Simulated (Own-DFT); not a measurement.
# Computed records: SiC (4H silicon carbide, atoms displaced)

Computed with Own-DFT development build. A calculation, not a measurement: plane-wave PBE density functional theory by an unreviewed code, no spin, of a simulated periodic cell, stress positive in tension, free energy of the whole cell less one offset for each atom, forces on such cells passed a denser k mesh, this cell's mesh not checked; offsets are fitted by least squares, one for each functional and potential file, so energies compare only between cells with the same atoms and settings and are not formation energies; the far tail of each file's local potential was reset to the Coulomb form; each entry is a single point on an unrelaxed cell, so the pressure reflects the starting lattice, mostly measured values (interpolated for alloys), from which strain is counted, and rises with the displacements; printed positions are rounded, which can move forces by about a meV/angstrom; the program, named Own-DFT, is a retired in-house code; no spin-orbit coupling.

Common to all runs: functional PBE; potential files PseudoDojo norm-conserving, scalar-relativistic, standard set; wave cutoff 42 hartree; occupations Fermi-Dirac; smearing width 0.1 eV; hardware one NVIDIA H100; k mesh 4 x 4 x 3 centred on Gamma.

(1) SiC (4H silicon carbide, atoms displaced)

```cif
# cell vector a (Å): 9.2481 0.0000 0.0000
# cell vector b (Å): -4.6241 8.0091 0.0000
# cell vector c (Å): 0.0000 0.0000 10.0681
data_SiC
_symmetry_space_group_name_H-M 'P 1'
_symmetry_Int_Tables_number 1
_cell_length_a 9.2481
_cell_length_b 9.2481
_cell_length_c 10.0681
_cell_angle_alpha 90.000
_cell_angle_beta 90.000
_cell_angle_gamma 120.000
_cell_volume 745.73
loop_
_atom_site_label
_atom_site_type_symbol
_atom_site_fract_x
_atom_site_fract_y
_atom_site_fract_z
_atom_site_occupancy
Si1 Si 0.01360 0.00817 0.40930 1
Si2 Si 0.10336 0.22327 0.16561 1
C1 C 0.00349 0.01413 0.10098 1
C2 C 0.10815 0.22017 0.35064 1
Si3 Si 0.00568 0.34132 0.40211 1
Si4 Si 0.11244 0.55392 0.16658 1
C3 C 0.00786 0.34616 0.09640 1
C4 C 0.12041 0.55380 0.33410 1
Si5 Si 0.00805 0.67235 0.40185 1
Si6 Si 0.10056 0.88109 0.16099 1
C5 C 0.00861 0.66998 0.09295 1
C6 C 0.10738 0.87936 0.33884 1
Si7 Si 0.34355 0.00775 0.40559 1
Si8 Si 0.44576 0.21764 0.15817 1
C7 C 0.33614 0.01071 0.09593 1
C8 C 0.43206 0.21035 0.34091 1
Si9 Si 0.33237 0.33407 0.40560 1
Si10 Si 0.43739 0.54896 0.14742 1
C9 C 0.34239 0.33650 0.08787 1
C10 C 0.43488 0.55675 0.34367 1
Si11 Si 0.34332 0.67120 0.39866 1
Si12 Si 0.44747 0.89517 0.15580 1
C11 C 0.32450 0.66075 0.08834 1
C12 C 0.45097 0.89609 0.35074 1
Si13 Si 0.66777 0.99876 0.40210 1
Si14 Si 0.77340 0.21446 0.15805 1
C13 C 0.67503 0.00753 0.09503 1
C14 C 0.78286 0.22699 0.34629 1
Si15 Si 0.66101 0.32855 0.40492 1
Si16 Si 0.78728 0.56151 0.15090 1
C15 C 0.66615 0.33559 0.08792 1
C16 C 0.78750 0.56738 0.33562 1
Si17 Si 0.66639 0.66940 0.40858 1
Si18 Si 0.78321 0.90613 0.15182 1
C17 C 0.65836 0.67050 0.10224 1
C18 C 0.79081 0.89162 0.34272 1
Si19 Si 0.01332 0.99027 0.90292 1
Si20 Si 0.88665 0.77417 0.65542 1
C19 C 0.99432 0.99238 0.59457 1
C20 C 0.89527 0.77772 0.84381 1
Si21 Si 0.00783 0.66926 0.90107 1
Si22 Si 0.89023 0.43351 0.65505 1
C21 C 0.00384 0.65766 0.58678 1
C22 C 0.87872 0.44936 0.84906 1
Si23 Si 0.00170 0.33243 0.91110 1
Si24 Si 0.89083 0.12425 0.65911 1
C23 C 0.99581 0.32404 0.60275 1
C24 C 0.88608 0.10968 0.85007 1
Si25 Si 0.66590 0.99358 0.89252 1
Si26 Si 0.55976 0.79159 0.65482 1
C25 C 0.66511 0.99305 0.58784 1
C26 C 0.55415 0.77694 0.84767 1
Si27 Si 0.66444 0.66764 0.91545 1
Si28 Si 0.55914 0.43879 0.66572 1
C27 C 0.67902 0.67633 0.58704 1
C28 C 0.55125 0.43894 0.85952 1
Si29 Si 0.66010 0.32851 0.90807 1
Si30 Si 0.55928 0.11191 0.65548 1
C29 C 0.67687 0.34126 0.59692 1
C30 C 0.53754 0.09806 0.84266 1
Si31 Si 0.32985 0.99089 0.90443 1
Si32 Si 0.22080 0.76457 0.65305 1
C31 C 0.33625 0.99167 0.60130 1
C32 C 0.22382 0.78533 0.84611 1
Si33 Si 0.33315 0.67115 0.89441 1
Si34 Si 0.21541 0.44411 0.65351 1
C33 C 0.32960 0.65966 0.59370 1
C34 C 0.21015 0.44581 0.84594 1
Si35 Si 0.33232 0.32458 0.90455 1
Si36 Si 0.21198 0.10622 0.66139 1
C35 C 0.33716 0.34315 0.59454 1
C36 C 0.22033 0.11105 0.83672 1
```

The calculation gives: free energy of cell above offsets -4.632 eV; pressure 5.67 GPa; stress xx -3.87 GPa; stress yy -7.72 GPa; stress zz -5.43 GPa; stress yz 0.07 GPa; stress xz 0.26 GPa; stress xy -1.11 GPa; wall time 372 s.

Force:
```
element  x (eV/Å)  y (eV/Å)  z (eV/Å)
     Si    -1.148    -2.642    -0.014
     Si     1.729     1.733    -1.549
      C     1.318      -2.4    -2.048
      C     0.426     1.301     -0.33
     Si    -0.289    -1.205     1.284
     Si    -0.186     1.202    -5.153
      C    -0.694    -2.547     0.474
      C    -0.841     1.118     4.939
     Si    -0.263    -2.097     0.358
     Si     0.779     2.135    -1.468
      C    -0.678     -0.33    -0.618
      C     0.969     2.866      1.93
     Si      -1.4    -3.245     1.782
     Si    -0.668     2.286    -1.233
      C    -0.109    -2.973    -0.969
      C     0.744     3.263     0.649
     Si    -0.047     0.497     0.515
     Si    -0.474      1.31     1.313
      C    -1.337    -1.903     1.532
      C     3.303    -1.111    -1.041
     Si    -2.173     0.317     1.706
     Si     0.057    -1.057    -0.313
      C     0.832     1.584     0.174
      C    -0.163    -0.751    -1.868
     Si      1.99      0.57     0.276
     Si    -0.025     3.345     -0.53
      C    -2.068    -1.191    -1.708
      C    -0.594     -0.65    -0.099
     Si     0.436     1.789    -0.254
     Si    -1.463    -0.425     0.098
      C     0.805    -0.636     2.302
      C    -0.589    -2.046     1.505
     Si      0.75     0.069    -2.322
     Si     1.079    -2.801      1.68
      C     2.072     0.982    -1.393
      C    -1.721     0.596     0.071
     Si    -3.491     1.894     1.679
     Si     1.461     0.014    -0.304
      C      0.14     1.638     0.319
      C    -1.079    -1.011      0.12
     Si    -0.949     -0.91     1.525
     Si    -1.046      2.46     1.379
      C    -0.732     0.233     1.039
      C     2.217    -1.333    -1.258
     Si    -2.007     0.132      0.27
     Si     0.984    -5.423     0.778
      C     0.307     3.112    -3.392
      C     1.305     0.119    -1.214
     Si    -1.192     1.708     2.846
     Si     1.033     -3.89     0.307
      C    -0.214     3.393     0.685
      C     0.619    -0.571     -1.71
     Si     0.689    -0.281    -0.307
     Si    -1.181     1.763     -0.69
      C    -1.935    -1.779     2.493
      C     0.028     1.266    -2.656
     Si     0.599     -0.66    -0.175
     Si    -0.642    -0.519    -0.101
      C    -1.117    -2.088    -0.929
      C     3.113     1.999    -0.343
     Si    -1.342     2.274     1.369
     Si    -1.017     1.918     0.283
      C    -1.425     1.105    -1.774
      C     0.557    -2.518     -1.95
     Si    -0.525    -1.137     2.595
     Si     1.542    -0.312     1.439
      C     0.945     0.987    -0.829
      C     2.583     0.048    -1.343
     Si    -2.005     1.128     0.487
     Si     1.645     0.392    -2.857
      C     0.505    -1.814     0.294
      C     1.265    -0.293     2.246
```

(2) SiC (4H silicon carbide, atoms displaced)

```cif
# cell vector a (Å): 9.2481 0.0000 0.0000
# cell vector b (Å): -4.6241 8.0091 0.0000
# cell vector c (Å): 0.0000 0.0000 10.0681
data_SiC
_symmetry_space_group_name_H-M 'P 1'
_symmetry_Int_Tables_number 1
_cell_length_a 9.2481
_cell_length_b 9.2481
_cell_length_c 10.0681
_cell_angle_alpha 90.000
_cell_angle_beta 90.000
_cell_angle_gamma 120.000
_cell_volume 745.73
loop_
_atom_site_label
_atom_site_type_symbol
_atom_site_fract_x
_atom_site_fract_y
_atom_site_fract_z
_atom_site_occupancy
Si1 Si 0.99384 0.98929 0.39979 1
Si2 Si 0.09606 0.21246 0.15646 1
C1 C 0.98494 0.98658 0.09624 1
C2 C 0.11148 0.21748 0.34372 1
Si3 Si 0.00283 0.33985 0.40743 1
Si4 Si 0.11488 0.55958 0.14086 1
C3 C 0.99877 0.32487 0.09675 1
C4 C 0.10957 0.55739 0.34547 1
Si5 Si 0.99419 0.67357 0.40101 1
Si6 Si 0.10078 0.88806 0.14946 1
C5 C 0.99665 0.66311 0.09046 1
C6 C 0.11585 0.89318 0.34116 1
Si7 Si 0.32828 0.99585 0.41299 1
Si8 Si 0.44617 0.22442 0.15398 1
C7 C 0.32862 0.99554 0.09401 1
C8 C 0.44304 0.21734 0.33394 1
Si9 Si 0.33490 0.33660 0.40373 1
Si10 Si 0.44025 0.55360 0.16209 1
C9 C 0.33718 0.33218 0.09278 1
C10 C 0.44797 0.55370 0.34402 1
Si11 Si 0.33828 0.65703 0.40195 1
Si12 Si 0.43912 0.88100 0.14762 1
C11 C 0.32393 0.65814 0.09651 1
C12 C 0.45545 0.90058 0.34179 1
Si13 Si 0.67686 0.01008 0.40394 1
Si14 Si 0.77414 0.22261 0.15152 1
C13 C 0.67056 0.99145 0.09161 1
C14 C 0.77813 0.21401 0.34500 1
Si15 Si 0.64096 0.31508 0.39970 1
Si16 Si 0.77648 0.55705 0.15401 1
C15 C 0.65476 0.33080 0.10077 1
C16 C 0.77591 0.56222 0.33540 1
Si17 Si 0.67473 0.67171 0.40691 1
Si18 Si 0.77314 0.88223 0.16524 1
C17 C 0.66115 0.66409 0.09250 1
C18 C 0.78384 0.90599 0.34116 1
Si19 Si 0.00343 0.00422 0.89585 1
Si20 Si 0.88550 0.76127 0.65496 1
C19 C 0.00989 0.00838 0.58915 1
C20 C 0.87521 0.76592 0.85228 1
Si21 Si 0.99420 0.67070 0.91533 1
Si22 Si 0.88006 0.44045 0.65696 1
C21 C 0.99261 0.66029 0.60069 1
C22 C 0.88413 0.44527 0.83597 1
Si23 Si 0.99459 0.32961 0.89789 1
Si24 Si 0.87623 0.10213 0.65535 1
C23 C 0.99925 0.33287 0.59103 1
C24 C 0.89320 0.10619 0.84183 1
Si25 Si 0.67326 0.99321 0.91409 1
Si26 Si 0.55195 0.77888 0.66245 1
C25 C 0.66630 0.00266 0.59669 1
C26 C 0.55773 0.78087 0.84343 1
Si27 Si 0.68149 0.67484 0.90229 1
Si28 Si 0.54523 0.44024 0.66131 1
C27 C 0.67220 0.65608 0.58994 1
C28 C 0.54638 0.44257 0.84218 1
Si29 Si 0.67533 0.33528 0.90418 1
Si30 Si 0.55086 0.10774 0.66113 1
C29 C 0.68399 0.33966 0.59911 1
C30 C 0.55498 0.12452 0.85092 1
Si31 Si 0.34764 0.00618 0.90783 1
Si32 Si 0.22646 0.77404 0.65095 1
C31 C 0.33681 0.00051 0.59043 1
C32 C 0.22270 0.78603 0.84484 1
Si33 Si 0.33703 0.66988 0.90660 1
Si34 Si 0.22872 0.44910 0.65581 1
C33 C 0.32654 0.65774 0.59122 1
C34 C 0.22373 0.43729 0.84790 1
Si35 Si 0.34201 0.34231 0.91512 1
Si36 Si 0.22488 0.10788 0.66134 1
C35 C 0.34361 0.33150 0.59562 1
C36 C 0.21613 0.09640 0.84461 1
```

It finds free energy of cell above offsets -3.991 eV; pressure 6.19 GPa; stress xx -8.32 GPa; stress yy -3.87 GPa; stress zz -6.39 GPa; stress yz 0.36 GPa; stress xz -0.27 GPa; stress xy -2.25 GPa; wall time 358.8 s.

Force:
```
element  x (eV/Å)  y (eV/Å)  z (eV/Å)
     Si     1.116     2.792     1.657
     Si     2.657    -0.053     0.415
      C     0.399     1.746    -1.534
      C    -0.508     0.789     0.081
     Si    -0.007     -1.17    -0.575
     Si    -1.901    -2.512     3.553
      C    -2.066     1.669    -2.214
      C     0.273     0.662    -1.265
     Si     1.636    -1.457     1.011
     Si     2.117     0.031     1.023
      C    -0.254     0.162     1.264
      C    -0.782    -1.003    -0.365
     Si     1.306      0.48    -2.904
     Si    -1.608    -2.102    -0.167
      C      0.09     0.453    -0.408
      C    -2.826    -0.913      1.71
     Si      0.35    -1.783     0.394
     Si     0.754    -0.548    -1.669
      C    -1.658    -0.199     1.568
      C      0.61     0.362     0.333
     Si    -2.427     2.391     0.243
     Si     0.137     1.399     2.024
      C     2.427     1.495    -1.466
      C    -0.403    -2.123     0.162
     Si    -1.723     -1.84       1.3
     Si     0.405    -0.846     1.397
      C    -1.709     0.671     1.005
      C    -1.201     3.401    -1.221
     Si     4.925     3.158     1.978
     Si    -0.696    -0.513     -0.12
      C     3.317     1.261    -2.305
      C     0.485    -1.144     1.193
     Si    -0.959      0.03    -0.437
     Si    -0.247    -0.269    -2.393
      C     0.061      0.19     0.214
      C     0.327    -3.205     1.564
     Si     0.108    -2.253     2.282
     Si    -1.151     2.964     1.029
      C    -1.164    -2.252      0.65
      C     4.745     3.884    -3.156
     Si     1.505    -0.473    -3.302
     Si     4.192     1.497    -0.686
      C     2.316     0.501    -2.075
      C     1.474     0.539     2.627
     Si     0.875     0.331      1.02
     Si     2.807     1.822    -0.511
      C     0.197    -0.053      1.47
      C    -1.968     0.603     -0.26
     Si    -0.961     1.275    -1.852
     Si     1.067    -0.416    -2.187
      C    -0.952    -1.549    -0.596
      C     0.227    -0.485     0.757
     Si    -6.255    -3.791      2.28
     Si     3.516     0.736    -0.718
      C    -2.365     1.125     0.843
      C     2.274      1.27     1.072
     Si    -2.661     1.098     1.079
     Si     1.056       1.7    -0.354
      C    -6.226    -3.593    -2.402
      C     2.975    -2.139    -1.299
     Si    -2.944    -1.293     0.648
     Si    -1.911     0.047     1.128
      C    -0.324     -0.49     1.577
      C     1.045      -1.3    -0.169
     Si    -0.796    -0.919    -0.357
     Si    -0.462    -2.775     0.581
      C     1.474     1.688    -0.135
      C    -1.145     1.488    -0.689
     Si    -0.896    -2.147    -1.517
     Si    -0.619     0.291    -0.964
      C    -2.614    -0.723    -1.258
      C     1.146     2.331     0.401
```

(3) SiC (4H silicon carbide, atoms displaced)

```cif
# cell vector a (Å): 9.2481 0.0000 0.0000
# cell vector b (Å): -4.6241 8.0091 0.0000
# cell vector c (Å): 0.0000 0.0000 10.0681
data_SiC
_symmetry_space_group_name_H-M 'P 1'
_symmetry_Int_Tables_number 1
_cell_length_a 9.2481
_cell_length_b 9.2481
_cell_length_c 10.0681
_cell_angle_alpha 90.000
_cell_angle_beta 90.000
_cell_angle_gamma 120.000
_cell_volume 745.73
loop_
_atom_site_label
_atom_site_type_symbol
_atom_site_fract_x
_atom_site_fract_y
_atom_site_fract_z
_atom_site_occupancy
Si1 Si 0.02262 0.00256 0.40530 1
Si2 Si 0.10834 0.21798 0.15940 1
C1 C 0.00114 0.01068 0.08912 1
C2 C 0.10045 0.22207 0.34359 1
Si3 Si 0.00061 0.32786 0.40946 1
Si4 Si 0.11925 0.57316 0.15843 1
C3 C 0.99602 0.34534 0.09889 1
C4 C 0.11080 0.54703 0.34559 1
Si5 Si 0.99944 0.66477 0.40135 1
Si6 Si 0.10788 0.88593 0.15822 1
C5 C 0.00390 0.65488 0.10157 1
C6 C 0.10831 0.88891 0.34287 1
Si7 Si 0.32735 0.01161 0.40191 1
Si8 Si 0.44959 0.21537 0.15504 1
C7 C 0.32321 0.99330 0.09458 1
C8 C 0.44384 0.22850 0.35606 1
Si9 Si 0.32569 0.33654 0.41192 1
Si10 Si 0.43636 0.55303 0.15740 1
C9 C 0.32877 0.31575 0.08706 1
C10 C 0.44891 0.55413 0.33824 1
Si11 Si 0.32905 0.66232 0.41478 1
Si12 Si 0.44212 0.89240 0.15019 1
C11 C 0.35112 0.67687 0.09308 1
C12 C 0.43068 0.88618 0.34103 1
Si13 Si 0.67135 0.00713 0.40198 1
Si14 Si 0.78183 0.22357 0.16653 1
C13 C 0.66266 0.99367 0.08717 1
C14 C 0.76670 0.20513 0.34625 1
Si15 Si 0.66462 0.34993 0.40274 1
Si16 Si 0.77396 0.54302 0.15489 1
C15 C 0.66604 0.32522 0.10274 1
C16 C 0.76715 0.54723 0.34812 1
Si17 Si 0.66182 0.66799 0.40897 1
Si18 Si 0.77366 0.88891 0.15296 1
C17 C 0.67647 0.67415 0.09517 1
C18 C 0.78445 0.89517 0.34894 1
Si19 Si 0.99133 0.98966 0.90548 1
Si20 Si 0.89221 0.76816 0.66023 1
C19 C 0.00013 0.98414 0.58781 1
C20 C 0.88873 0.76246 0.83340 1
Si21 Si 0.00013 0.66526 0.90690 1
Si22 Si 0.89345 0.45030 0.65793 1
C21 C 0.00839 0.67142 0.59140 1
C22 C 0.88410 0.43387 0.83932 1
Si23 Si 0.00067 0.33859 0.90748 1
Si24 Si 0.89257 0.12011 0.65786 1
C23 C 0.00179 0.33290 0.58875 1
C24 C 0.90302 0.11292 0.84489 1
Si25 Si 0.67444 0.99645 0.89628 1
Si26 Si 0.55360 0.77238 0.65879 1
C25 C 0.65403 0.98734 0.59253 1
C26 C 0.55814 0.76926 0.83754 1
Si27 Si 0.65458 0.66017 0.90801 1
Si28 Si 0.55891 0.45086 0.65394 1
C27 C 0.65716 0.67111 0.60472 1
C28 C 0.55438 0.44838 0.84162 1
Si29 Si 0.66350 0.33396 0.90454 1
Si30 Si 0.54268 0.09861 0.65647 1
C29 C 0.66880 0.34346 0.59744 1
C30 C 0.56971 0.11855 0.85138 1
Si31 Si 0.34120 0.00586 0.90255 1
Si32 Si 0.20631 0.76957 0.65821 1
C31 C 0.33493 0.00687 0.58851 1
C32 C 0.21383 0.78516 0.83866 1
Si33 Si 0.32627 0.67539 0.89970 1
Si34 Si 0.22994 0.44978 0.64995 1
C33 C 0.33700 0.67136 0.59058 1
C34 C 0.22452 0.44828 0.84736 1
Si35 Si 0.33715 0.33472 0.91954 1
Si36 Si 0.21414 0.10052 0.66118 1
C35 C 0.34435 0.35197 0.59320 1
C36 C 0.22605 0.10152 0.85048 1
```

Results for SiC (4H silicon carbide, atoms displaced): free energy of cell above offsets -3.328 eV; pressure 6.06 GPa; stress xx -5.34 GPa; stress yy -5.93 GPa; stress zz -6.91 GPa; stress yz 0.89 GPa; stress xz -0.73 GPa; stress xy 1.89 GPa; wall time 351.8 s.

Force:
```
element  x (eV/Å)  y (eV/Å)  z (eV/Å)
     Si    -5.657     0.172     0.775
     Si    -0.797     1.782     -1.17
      C     0.183    -2.986     0.797
      C     3.265    -0.652     0.268
     Si    -2.557     0.129     -1.11
     Si     4.334    -3.475     1.031
      C      2.09    -0.604    -0.492
      C    -0.877     0.994     0.176
     Si     0.125    -0.616     0.697
     Si    -0.994     0.294     -1.05
      C    -4.485     3.085    -2.243
      C     1.863    -1.294    -1.104
     Si     2.874    -1.913     0.887
     Si     -1.98    -0.046     1.363
      C     1.108      0.57    -0.877
      C    -1.005     0.231    -2.586
     Si     0.933     0.288    -1.287
     Si     2.289    -0.341    -0.922
      C    -0.324     1.918     4.946
      C    -1.822     0.021     1.642
     Si     0.363     1.395    -3.186
     Si     0.997      -0.1     1.618
      C    -3.055    -1.002     -1.29
      C     1.073     0.557     0.245
     Si    -1.139     -5.02     1.857
     Si     0.131    -1.372    -1.863
      C     0.064     1.496     0.226
      C    -0.262     5.957    -0.088
     Si      1.61    -5.669     3.137
     Si    -0.644     1.821     0.802
      C    -0.128     0.433    -1.891
      C     1.142     4.932     -1.91
     Si     0.522     1.092      0.27
     Si     0.669     0.873     1.498
      C    -0.363     -2.48    -0.587
      C     0.415     -0.72    -0.942
     Si     2.371      0.28    -0.331
     Si    -2.048     0.813    -2.751
      C    -0.922     1.969      1.48
      C    -1.811     1.202     4.138
     Si    -0.086     -1.23     0.475
     Si    -0.378    -1.263    -1.355
      C    -2.249    -2.289    -1.211
      C     -0.16     1.863     1.271
     Si     1.029    -0.755     0.824
     Si     0.303    -2.645    -0.953
      C     0.001     0.829     1.478
      C    -1.705     0.272    -0.661
     Si    -0.266       0.2     1.432
     Si    -1.593     1.522    -0.649
      C     0.811     2.218     0.476
      C    -2.447     1.705     1.369
     Si     2.353     0.389     0.084
     Si    -0.138    -0.207      0.86
      C     4.012    -1.175    -2.805
      C     0.202    -1.567     1.206
     Si     0.496     0.661     0.612
     Si     1.582     2.378    -0.134
      C     0.866    -1.134    -0.874
      C    -1.334    -2.108    -1.726
     Si     0.412    -0.707     1.276
     Si     3.665     2.913    -1.272
      C    -1.222    -1.786     0.842
      C     1.743    -0.568     1.196
     Si     2.086    -0.981     0.852
     Si    -1.169    -0.071     1.905
      C    -1.161    -0.471     2.276
      C    -0.239    -0.039    -0.503
     Si    -0.777    -0.551    -5.438
     Si     0.634     1.665    -0.139
      C    -0.463    -2.972     0.269
      C    -2.361     1.889    -1.158
```
